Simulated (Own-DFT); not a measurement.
# Computed records: Hf$_{36}$O$_{71}$ (tetragonal hafnia with one neutral oxygen vacancy, atoms displaced)

A calculation, not a measurement: plane-wave PBE and HSE06 DFT by an unreviewed code, no spin, of a simulated cell at Gamma alone, so results move with cell size and shape, stress positive in tension, energies less offsets, not probed for a lower state with spin; hafnium file: forces about 75 meV/angstrom off all-electron values; oxygen file: force components 24 meV/angstrom off all-electron in a glass; k mesh not checked against a denser one; forces and stress are PBE's, HSE06 gives the energy alone, and its difference from PBE has offsets of its own; offsets are fitted by least squares, one for each functional and potential file, so energies compare only between cells with the same atoms and settings and are not formation energies; the far tail of each file's local potential was reset to the Coulomb form; each entry is a single point on an unrelaxed cell, so the pressure reflects the starting lattice, taken from the Materials Project, from which strain is counted, and rises with the displacements; printed positions are rounded, which can move forces by about a meV/angstrom; the program is a retired in-house code; no spin-orbit coupling. Program: Own-DFT development build.

Common to all runs: first functional PBE; second functional HSE06; exact exchange share 0.25; screening 0.11 1/bohr; exchange divergence Gygi-Baldereschi; potential files PseudoDojo norm-conserving, scalar-relativistic, made for PBE, standard set; wave cutoff 48 hartree; occupations fixed; k mesh 1 x 1 x 1 centred on Gamma.

(1) Hf$_{36}$O$_{71}$ (tetragonal hafnia with one neutral oxygen vacancy, atoms displaced)

```
Hf36O71
1.0
     10.7800     0.0000     0.0000
      0.0000    10.7800     0.0000
      0.0000     0.0000    10.4493
Hf O Hf O Hf O Hf O Hf O Hf O Hf O Hf O Hf O Hf O Hf O Hf O Hf O Hf O Hf O Hf O Hf O Hf O
2 4 2 3 2 4 2 4 2 4 2 4 2 4 2 4 2 4 2 4 2 4 2 4 2 4 2 4 2 4 2 4 2 4 2 4
Direct
  0.00328 0.00351 0.00610
  0.16393 0.16816 0.25159
  0.99769 0.16596 0.15240
  0.17097 0.99810 0.34754
  0.99749 0.17029 0.39585
  0.16333 0.99979 0.09861
  0.00422 0.99861 0.50095
  0.16777 0.16610 0.75410
  0.16576 0.99890 0.84518
  0.99647 0.16327 0.90001
  0.16957 0.99592 0.59229
  0.99768 0.33052 0.99983
  0.17242 0.50132 0.25351
  0.00580 0.50224 0.15526
  0.17326 0.33439 0.35511
  0.00206 0.50253 0.39702
  0.16466 0.33059 0.10297
  0.99962 0.33136 0.50154
  0.16684 0.50019 0.75305
  0.00068 0.49954 0.65682
  0.16931 0.33269 0.84722
  0.99801 0.50109 0.90007
  0.16523 0.33411 0.59641
  0.00036 0.66282 0.00101
  0.16833 0.83355 0.24969
  0.00370 0.83788 0.15786
  0.17187 0.67061 0.34938
  0.99701 0.82747 0.39936
  0.16895 0.66839 0.09744
  0.99788 0.66673 0.49896
  0.16793 0.82912 0.74887
  0.00244 0.83478 0.65370
  0.16423 0.66842 0.84923
  0.99706 0.83872 0.90399
  0.16641 0.66896 0.60155
  0.33314 0.99464 0.99991
  0.50122 0.17008 0.24792
  0.34059 0.16695 0.15335
  0.49888 0.99853 0.34435
  0.33481 0.16314 0.40605
  0.49996 0.00546 0.09270
  0.33735 0.00206 0.49947
  0.50332 0.16545 0.74894
  0.32985 0.17025 0.65053
  0.49734 0.00631 0.84714
  0.33458 0.16986 0.90103
  0.50070 0.00101 0.60194
  0.33557 0.33951 0.00121
  0.49268 0.49641 0.25346
  0.33478 0.49544 0.15123
  0.50340 0.33191 0.34963
  0.32974 0.49865 0.39902
  0.49683 0.33440 0.09528
  0.33238 0.33199 0.50144
  0.49838 0.50013 0.74902
  0.32587 0.50146 0.65231
  0.50597 0.33816 0.84844
  0.33391 0.49801 0.90190
  0.50485 0.33111 0.59501
  0.34124 0.66575 0.00097
  0.49915 0.83237 0.24672
  0.32929 0.83544 0.15234
  0.50103 0.66419 0.34116
  0.33702 0.83512 0.39871
  0.50044 0.66961 0.10020
  0.33348 0.66787 0.49985
  0.50640 0.83702 0.75110
  0.33336 0.83863 0.65549
  0.49877 0.66789 0.84747
  0.33304 0.83326 0.90138
  0.49811 0.66602 0.59580
  0.66888 0.99997 0.00159
  0.83508 0.16502 0.24828
  0.66967 0.16277 0.15012
  0.83078 0.00067 0.35199
  0.66287 0.16319 0.40012
  0.83373 0.00109 0.10142
  0.66931 0.99864 0.50227
  0.83350 0.16279 0.74690
  0.66536 0.16656 0.65147
  0.83445 0.00571 0.85054
  0.66662 0.16439 0.90083
  0.83525 0.00056 0.60030
  0.66489 0.32889 0.00094
  0.83337 0.49565 0.24499
  0.67058 0.49708 0.15572
  0.83327 0.33277 0.34227
  0.66995 0.49596 0.40242
  0.82898 0.33920 0.09642
  0.66522 0.33074 0.50562
  0.83180 0.50231 0.74771
  0.66275 0.49504 0.65176
  0.83216 0.33850 0.85676
  0.66449 0.49955 0.90458
  0.83611 0.33166 0.59382
  0.66853 0.66802 0.99736
  0.83494 0.83207 0.24685
  0.66915 0.83457 0.15160
  0.83746 0.66574 0.34585
  0.66393 0.83686 0.40697
  0.82853 0.67031 0.09912
  0.66619 0.66493 0.49988
  0.83779 0.83342 0.75174
  0.66878 0.83289 0.65352
  0.83111 0.66362 0.84753
  0.67229 0.82975 0.89916
  0.83615 0.67003 0.59471
```

- PBE energy of cell above offsets: -100.712 eV
- HSE06 less PBE above offsets: -0.135 eV
- PBE pressure: 0.79 GPa
- PBE stress xx: -1.62 GPa
- PBE stress yy: 0.65 GPa
- PBE stress zz: -1.38 GPa
- PBE stress yz: 0.16 GPa
- PBE stress xz: -0.29 GPa
- PBE stress xy: 0.02 GPa

Force:
| element | x (eV/Å) | y (eV/Å) | z (eV/Å) |
| --- | --- | --- | --- |
| Hf | -0.893 | -0.84 | -0.94 |
| Hf | 1.077 | 0.18 | 0.008 |
| O | 0.505 | 0.219 | -0.555 |
| O | -0.61 | 0.629 | -0.132 |
| O | 0.619 | -0.81 | 0.963 |
| O | 1.241 | 0.493 | 0.117 |
| Hf | -0.272 | -0.149 | -0.56 |
| Hf | 0.004 | -0.04 | -0.486 |
| O | 0.24 | 0.158 | 0.233 |
| O | 0.39 | 1.008 | -0.063 |
| O | -0.554 | 0.601 | 0.326 |
| Hf | -0.205 | 0.605 | -0.211 |
| Hf | -1.27 | 0.03 | 0.259 |
| O | -0.498 | 0.109 | -0.82 |
| O | -0.106 | -0.511 | -0.796 |
| O | 0.258 | -0.497 | 1.016 |
| O | 0.272 | -0.122 | -0.413 |
| Hf | 0.429 | 0.777 | -0.77 |
| Hf | -0.799 | 0.104 | -0.116 |
| O | -0.327 | 0.08 | -0.498 |
| O | -0.47 | 0.13 | 0.338 |
| O | 0.3 | -0.317 | 0.718 |
| O | -0.238 | -0.374 | 0.422 |
| Hf | 0.321 | 0.513 | 0.106 |
| Hf | -0.279 | -0.122 | 0.545 |
| O | -0.69 | -0.252 | -0.711 |
| O | 0.213 | -0.598 | -0.035 |
| O | 0.249 | 1.109 | 0.652 |
| O | 0.218 | -0.23 | -0.187 |
| Hf | 0.631 | -0.439 | -0.555 |
| Hf | 0.138 | 0.543 | 0.095 |
| O | -0.45 | 0.064 | -0.288 |
| O | -0.019 | -0.511 | 0.203 |
| O | -0.288 | -1 | 0.322 |
| O | 0.195 | 0.082 | -0.487 |
| Hf | -0.081 | 1.428 | -0.208 |
| Hf | 0.417 | -1.144 | 0.533 |
| O | -1.796 | -0.015 | 0.274 |
| O | -0.032 | 0.28 | -0.159 |
| O | 0.017 | 1.113 | -0.458 |
| O | 0.176 | -0.835 | 0.078 |
| Hf | -0.022 | -0.789 | -0.054 |
| Hf | -1.163 | 0.773 | 0.317 |
| O | 0.664 | -0.02 | 0.329 |
| O | 0.297 | -1.57 | 0.141 |
| O | -0.161 | -0.268 | 0.487 |
| O | 0.341 | 0.009 | -0.165 |
| Hf | -0.961 | -1.919 | -0.167 |
| Hf | 2.154 | -0.038 | -0.182 |
| O | -0.28 | 0.359 | -0.406 |
| O | -0.511 | 0.358 | -0.127 |
| O | 0.733 | 0.435 | 0.354 |
| O | 0.902 | 0.002 | 0.689 |
| Hf | -0.371 | -0.598 | -0.002 |
| Hf | -0.047 | 0.035 | 0.312 |
| O | 1.524 | -0.276 | -0.245 |
| O | -0.354 | -0.732 | -0.461 |
| O | 0.024 | 1.017 | -0.126 |
| O | -1.7 | 0.269 | 0.752 |
| Hf | -1.174 | 0.493 | -0.404 |
| Hf | 0.136 | 0.505 | 0.653 |
| O | 1.175 | 0.134 | -0.68 |
| O | -0.026 | 0.153 | 0.746 |
| O | 0.195 | -0.574 | 0.642 |
| O | 0.164 | -0.048 | -0.432 |
| Hf | -0.839 | 0.496 | -0.189 |
| Hf | -1.057 | 0.174 | -0.205 |
| O | 0.784 | -0.494 | -0.202 |
| O | -0.087 | -0.052 | -0.063 |
| O | 0.287 | -0.423 | 0.401 |
| O | 0.393 | -0.043 | 0.038 |
| Hf | 0.133 | 0.107 | 0.012 |
| Hf | -0.83 | -0.14 | 1.066 |
| O | -0.44 | 0.46 | -0.272 |
| O | 0.323 | -0.239 | -0.361 |
| O | 0.213 | 0.447 | 0.596 |
| O | 0.184 | -0.153 | -0.241 |
| Hf | -0.204 | 0.528 | -0.799 |
| Hf | 0.661 | 0.707 | 0.541 |
| O | 0.774 | 0.048 | 0.003 |
| O | -0.512 | -1.026 | -0.458 |
| O | -0.169 | 0.178 | -0.005 |
| O | 0.362 | 0.423 | 0.277 |
| Hf | 0.199 | 0.88 | -0.562 |
| Hf | 0.226 | 0.429 | 0.975 |
| O | -1.834 | 0.206 | -0.269 |
| O | 0.144 | -0.368 | 0.277 |
| O | -0.194 | 0.636 | 0.722 |
| O | 1.298 | -0.489 | 0.133 |
| Hf | 0.744 | -0.078 | -1.86 |
| Hf | 0.263 | -0.915 | 0.77 |
| O | 0.7 | 0.52 | 0.043 |
| O | 0.08 | -0.849 | -1.519 |
| O | -0.1 | 0.477 | -0.039 |
| O | -0.28 | -0.304 | 0.823 |
| Hf | -0.101 | -0.97 | 0.445 |
| Hf | 0.235 | 0.018 | 0.95 |
| O | -0.762 | 0.231 | -0.105 |
| O | -0.679 | 0.061 | -0.034 |
| O | -0.033 | -1.255 | -0.293 |
| O | 1.218 | -0.032 | -0.471 |
| Hf | 0.308 | -0.066 | -0.889 |
| Hf | 0.147 | 0.466 | 0.424 |
| O | 0.144 | -0.023 | 0.049 |
| O | 0.193 | 0.5 | -0.168 |
| O | -0.498 | 1.09 | 0.102 |
| O | -0.96 | -0.311 | 0.628 |

(2) Hf$_{36}$O$_{71}$ (tetragonal hafnia with one neutral oxygen vacancy, atoms displaced)

```
Hf36O71
1.0
     10.7800     0.0000     0.0000
      0.0000    10.7800     0.0000
      0.0000     0.0000    10.4493
Hf O Hf O Hf O Hf O Hf O Hf O Hf O Hf O Hf O Hf O Hf O Hf O Hf O Hf O Hf O Hf O Hf O Hf O
2 4 2 4 2 4 2 4 2 3 2 4 2 4 2 4 2 4 2 4 2 4 2 4 2 4 2 4 2 4 2 4 2 4 2 4
Direct
  0.99041 0.00721 0.00451
  0.18285 0.17296 0.25112
  0.99680 0.16072 0.15240
  0.17512 0.99821 0.36215
  0.99990 0.16705 0.40570
  0.16908 0.00360 0.09750
  0.99830 0.00011 0.49364
  0.17468 0.16651 0.74972
  0.00267 0.15622 0.64389
  0.16551 0.00044 0.84729
  0.98109 0.16499 0.90251
  0.15623 0.00456 0.59806
  0.98442 0.33135 0.01087
  0.16165 0.49512 0.24590
  0.00353 0.51370 0.15009
  0.15360 0.32710 0.34829
  0.01068 0.48643 0.40985
  0.15814 0.33000 0.09154
  0.00242 0.32805 0.49599
  0.15041 0.50224 0.74591
  0.00134 0.50072 0.65040
  0.16932 0.33468 0.84297
  0.00271 0.49441 0.90071
  0.17302 0.32763 0.58545
  0.00974 0.66522 0.99865
  0.17690 0.82846 0.25478
  0.99800 0.83968 0.14834
  0.98130 0.82590 0.39083
  0.17306 0.66107 0.10576
  0.99821 0.67929 0.50476
  0.16837 0.84099 0.74605
  0.00394 0.83106 0.65574
  0.17404 0.66106 0.83979
  0.99981 0.83710 0.91091
  0.16955 0.66173 0.60520
  0.33122 0.99488 0.99502
  0.48711 0.18050 0.24310
  0.33191 0.16608 0.14818
  0.49975 0.00912 0.34714
  0.33672 0.15844 0.40182
  0.49346 0.00499 0.11237
  0.33563 0.99235 0.50490
  0.49348 0.16929 0.75179
  0.33875 0.16151 0.65913
  0.49782 0.00306 0.84393
  0.33032 0.17002 0.90797
  0.49633 0.00655 0.60784
  0.33239 0.33134 0.00375
  0.49686 0.50503 0.25141
  0.33983 0.49910 0.14064
  0.50854 0.32193 0.34669
  0.32405 0.49348 0.38554
  0.50574 0.34246 0.10521
  0.33982 0.33632 0.50524
  0.50776 0.49104 0.74839
  0.34649 0.51747 0.65367
  0.49239 0.32255 0.86571
  0.33056 0.49123 0.90537
  0.50099 0.33233 0.59975
  0.32545 0.68665 0.00332
  0.51013 0.84948 0.25017
  0.33644 0.83773 0.16364
  0.50885 0.67833 0.33820
  0.32952 0.82662 0.39476
  0.50875 0.65959 0.09693
  0.32329 0.67189 0.49848
  0.50171 0.82654 0.74298
  0.33541 0.83239 0.65012
  0.50145 0.66479 0.84355
  0.34169 0.82948 0.89678
  0.49433 0.65649 0.59623
  0.65332 0.99631 0.99575
  0.83511 0.15327 0.25222
  0.66348 0.15751 0.16634
  0.82094 0.00875 0.33930
  0.66519 0.16229 0.40112
  0.82062 0.00194 0.09862
  0.65919 0.98560 0.50606
  0.83415 0.16994 0.74747
  0.66926 0.16192 0.66082
  0.82871 0.00359 0.84597
  0.65315 0.16264 0.90369
  0.83447 0.01050 0.59611
  0.66368 0.32894 0.00799
  0.83658 0.51373 0.24065
  0.66442 0.50329 0.16057
  0.84104 0.33430 0.35556
  0.65928 0.48731 0.41148
  0.82637 0.32899 0.10914
  0.65864 0.32644 0.50778
  0.83869 0.50668 0.76256
  0.66323 0.50481 0.64374
  0.83509 0.32611 0.83814
  0.67787 0.51017 0.90965
  0.85047 0.33122 0.60135
  0.67156 0.67444 0.99480
  0.82247 0.85365 0.25169
  0.67470 0.83442 0.13773
  0.83603 0.66233 0.34393
  0.66485 0.83861 0.40926
  0.84184 0.66741 0.09031
  0.67792 0.67448 0.50811
  0.82322 0.83619 0.75357
  0.66442 0.82385 0.65627
  0.83259 0.66909 0.85093
  0.65810 0.83205 0.90708
  0.83373 0.67251 0.60072
```

* PBE energy of cell above offsets: -88.326 eV
* HSE06 less PBE above offsets: 0.688 eV
* PBE pressure: 4.1 GPa
* PBE stress xx: -4.33 GPa
* PBE stress yy: -3.56 GPa
* PBE stress zz: -4.42 GPa
* PBE stress yz: -0.6 GPa
* PBE stress xz: 0.29 GPa
* PBE stress xy: -0.41 GPa

Force:
| element | x (eV/Å) | y (eV/Å) | z (eV/Å) |
| --- | --- | --- | --- |
| Hf | 0.692 | -0.93 | 0.599 |
| Hf | -3.457 | -1.785 | 0.925 |
| O | 0.977 | -0.002 | -0.155 |
| O | -0.716 | -0.652 | -1.572 |
| O | -0.325 | -2.8 | -1.291 |
| O | 0.224 | -0.265 | -0.485 |
| Hf | 0.561 | 1.682 | 0.857 |
| Hf | -2.11 | 1.097 | -0.192 |
| O | 0.555 | 0.433 | 1.683 |
| O | 0.706 | -0.066 | 0.225 |
| O | 1.014 | 0.89 | 0.534 |
| O | 2.566 | -1.292 | 0.439 |
| Hf | 1.158 | -1.466 | -1.389 |
| Hf | 1.796 | -0.097 | 1.346 |
| O | -0.555 | -0.893 | -0.698 |
| O | 1.664 | 0.194 | -1.648 |
| O | 0.548 | 4.7 | -1.433 |
| O | 0.114 | 0.092 | 1.079 |
| Hf | -1.473 | -0.573 | 0.268 |
| Hf | 4.416 | -1.561 | 1.131 |
| O | -2.07 | 0.846 | 0.037 |
| O | -0.518 | -1.091 | -0.737 |
| O | -0.748 | 0.723 | 0.025 |
| O | 0.892 | 0.261 | 1.512 |
| Hf | -1.056 | 1.198 | 0.621 |
| Hf | -2.317 | 0.971 | 0.168 |
| O | 0.236 | 0.132 | 1.378 |
| O | 0.786 | 1.755 | 1.259 |
| O | -0.884 | 1.219 | 0.149 |
| Hf | 0.933 | -2.547 | -0.873 |
| Hf | -0.871 | -0.717 | 0.53 |
| O | -1.143 | -0.356 | -0.504 |
| O | -0.666 | 2.29 | 1.717 |
| O | 0.278 | -0.592 | -1.041 |
| O | -1.12 | 0.849 | -1.532 |
| Hf | -0.399 | 1.814 | 0.745 |
| Hf | 3.694 | -2.485 | 1.062 |
| O | -0.133 | 0.873 | -0.961 |
| O | -0.051 | -1.618 | 1.284 |
| O | -0.478 | 1.679 | 0.341 |
| O | 0.06 | -1.085 | -2.443 |
| Hf | -1.427 | 0.994 | -1.179 |
| Hf | 2.933 | -0.388 | 1.485 |
| O | -1.725 | 0.104 | -1.511 |
| O | -0.331 | -1.533 | 0.858 |
| O | -0.3 | -2.242 | -0.671 |
| O | 0.862 | -1.459 | -1.191 |
| Hf | -0.002 | 3.089 | -1.125 |
| Hf | 0.881 | 0.658 | -0.174 |
| O | -1.533 | -0.43 | 1.666 |
| O | -1.22 | 3.049 | 1.79 |
| O | 0.36 | 0.671 | 1.6 |
| O | -0.869 | -1.215 | 0.085 |
| Hf | -1.23 | 0.346 | -1.54 |
| Hf | -1.989 | 1.628 | 1.25 |
| O | -1.941 | -2.227 | -0.485 |
| O | 1.12 | 1.7 | -1.563 |
| O | 0.283 | 1.393 | 0.109 |
| O | -1.22 | -0.257 | 1.844 |
| Hf | 3.213 | -6.022 | 0.338 |
| Hf | -0.651 | -1.696 | -0.415 |
| O | 0.382 | -0.549 | -2.225 |
| O | -0.175 | -0.374 | 0.535 |
| O | 0.003 | 1.1 | 1.056 |
| O | -1.517 | 1.206 | -0.972 |
| Hf | 1.661 | -2.772 | 0.409 |
| Hf | -1.663 | -0.845 | 1.855 |
| O | -0.6 | 0.517 | -0.755 |
| O | 0.376 | 0.033 | -0.365 |
| O | -0.627 | 2.241 | -0.48 |
| O | 1.768 | 2.393 | -0.988 |
| Hf | 0.339 | 2.176 | 0.922 |
| Hf | -1.011 | 7.53 | -0.929 |
| O | -0.498 | 0.746 | -1.733 |
| O | 0.432 | -3.994 | 3.866 |
| O | 0.242 | -0.516 | 2.244 |
| O | 1.028 | -0.09 | -0.249 |
| Hf | 0.385 | 6.931 | 0.776 |
| Hf | 1.535 | -0.77 | -1.691 |
| O | -1.646 | 0.736 | -0.419 |
| O | -0.526 | -1.841 | 0.226 |
| O | 0.81 | 0.678 | 1.193 |
| O | -1.108 | -2.239 | -0.768 |
| Hf | -0.256 | 0.167 | -0.329 |
| Hf | -1.561 | -2.794 | 1.59 |
| O | 1.265 | -0.058 | -0.351 |
| O | -0.117 | -0.086 | -1.476 |
| O | -0.168 | 2.165 | -0.124 |
| O | 0.396 | 0.57 | -1.179 |
| Hf | 4.435 | -0.423 | -2.656 |
| Hf | -0.919 | -2.509 | -1.829 |
| O | 1.809 | -0.231 | 1.966 |
| O | -0.677 | 3.085 | 2.405 |
| O | -0.045 | -2.919 | -1.009 |
| O | -2.993 | -0.051 | 0.731 |
| Hf | -0.953 | -2.165 | 2.583 |
| Hf | 3.179 | -3.609 | -2.245 |
| O | -1.709 | 0.205 | 1.696 |
| O | -1.089 | 1.626 | 1.387 |
| O | 0.693 | -1.688 | -2.085 |
| O | -0.511 | -0.513 | 0.055 |
| Hf | -3.404 | -4.537 | -2.004 |
| Hf | 2.949 | 0.87 | 0.918 |
| O | 0.45 | 0.718 | -1.217 |
| O | 0.436 | 1.375 | -0.608 |
| O | 0.332 | 1.348 | -2.734 |
| O | 0.871 | 0.171 | 0.868 |
